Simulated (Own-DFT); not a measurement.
# How strain changes the stress of C40 NbSi2, 36 atoms (Nb12Si24)

Calculated results; nothing here was measured. The program, named Own-DFT, is a retired in-house plane-wave density functional code that no person has reviewed. Each row is one single-point run on a periodic cell that was not relaxed, without spin or spin-orbit coupling.

Settings of every run: PBEsol; PseudoDojo norm-conserving scalar-relativistic files, made for PBE; cutoff 42 hartree; 4 x 4 x 5 k mesh centred on Gamma; cold (Marzari-Vanderbilt) smearing of 0.2 eV.

Known limits: forces on such cells failed a check on a denser k mesh; stress not checked against mesh or cutoff.

Unstrained cell vectors in Å: (0.000, 8.324, 0.000); (-9.613, 0.000, 0.000); (0.000, 0.000, 6.586). The unstrained cell was taken from the Materials Project. The random moves and any unrelaxed bonds add to the pressure at no strain. Each run strains this cell uniformly, with the atoms carried along. Every atom was also moved at random, by a Gaussian of width 0.05 Å on each axis. Strain is the symmetric tensor, in per cent. Stress is positive in tension, and the pressure is minus a third of its trace.

```
run  e_xx (%)  e_yy (%)  e_zz (%)  e_yz (%)  e_xz (%)  e_xy (%)  s_xx (GPa)  s_yy (GPa)  s_zz (GPa)  s_yz (GPa)  s_xz (GPa)  s_xy (GPa)  P (GPa)  E (meV/atom)
  1     -1.94      0.35      1.11      0.26     -1.55     -0.18       -4.95        3.02        2.22        0.37       -4.46       -0.38    -0.10          24.7
  2      0.97      1.70      0.22     -0.79     -1.31     -1.71        5.82        7.29        2.79       -2.16       -3.73       -4.43    -5.30          27.1
  3      1.22      0.81     -0.22      0.79      0.13     -0.26        6.50        5.55        0.66        2.57        1.07       -0.44    -4.23           0.0
  4     -0.21      0.33     -1.14      0.51     -1.52      1.96       -0.39        1.62       -5.77        1.29       -4.55        6.05     1.51          24.5
  5      0.50     -1.72      1.42      1.05     -1.80      1.87        2.40       -4.16        4.46        3.23       -6.02        5.65    -0.90          40.9
  6      0.44      1.46      0.86      0.70      0.50      1.97        4.17        7.01        4.90        2.07        1.06        5.42    -5.36          26.9
  7      1.93     -1.26     -1.40      1.35      0.36     -0.92        6.84       -2.52       -6.68        4.46        1.39       -2.95     0.79          16.1
  8     -0.47      1.40     -1.56     -0.25      0.66      1.91       -1.36        5.23       -6.98       -0.88        1.67        6.13     1.04          26.4
  9     -0.38     -0.80     -1.35     -0.91     -0.56     -0.50       -1.96       -2.73       -7.84       -3.27       -1.19       -1.73     4.18          16.9
 10     -1.18     -0.48     -1.98      1.12     -1.19      0.48       -5.54       -2.93      -13.11        5.28       -4.80        1.55     7.20          43.7
 11     -0.71      1.89     -0.80     -1.57     -1.27      1.82       -1.42        6.06       -3.79       -5.22       -3.53        5.21    -0.28          46.4
 12     -1.57     -0.06      1.20     -1.05      0.19      1.50       -3.96        0.96        4.18       -3.95        0.18        4.86    -0.39          14.9
 13     -1.45     -1.04     -1.80     -0.37      1.34      0.04       -6.79       -5.31      -11.64       -1.64        4.79       -0.54     7.91          27.2
 14     -0.95      1.09     -1.49      1.44      0.83      0.78       -2.57        3.29       -7.55        4.64        2.77        1.99     2.28          26.0
 15      1.16     -0.35     -1.40     -0.26     -1.65     -1.79        3.24        0.32       -7.13       -0.78       -5.89       -5.38     1.19          34.7
 16     -0.12     -0.14      1.82     -0.61      1.24      1.70           ?           ?           ?           ?           ?           ?        ?             ?
```

E is the free energy for each atom above the lowest run shown.

## Worked fit

Each stress component was fitted by least squares to a constant and the strains of the runs shown, as fractions, with shears doubled. Shear strains stay in the fit of a normal stress only where such slopes are resolved. The slopes, in GPa:

| stress | at no strain | per e_xx | per e_yy | per e_zz | scatter |
|---|---|---|---|---|---|
| s_xx | 1.0 | 377 ± 10 | 68 ± 10 | 79 ± 9 | 0.43 |
| s_yy | 1.3 | 70 ± 15 | 351 ± 15 | 71 ± 14 | 0.65 |
| s_zz | -0.8 | 103 ± 14 | 100 ± 15 | 477 ± 14 | 0.62 |

Each shear stress against twice its own strain: yz 174 ± 8, xz 163 ± 9, xy 148 ± 5 GPa. These are stiffnesses along x, y and z of the frame in which the cell vectors are given, which need not be the crystal's axes. The atoms are held to the strained lattice; where symmetry lets them move under strain, relaxing them would lower some slopes. The table should be nearly symmetric about its diagonal, and what it lacks of that shows the noise. A ninth of its sum, 189 ± 6 GPa, estimates the bulk modulus near the mean pressure of these runs, 0.6 GPa.

## Withheld run

Question: what normal stresses and pressure should run 16 give?

The fit gives s_xx = 1.8, s_yy = 2.0, s_zz = 7.6 and P = -3.8 GPa. The calculation gave 1.21, 2.39, 7.03 and P = -3.54 GPa.
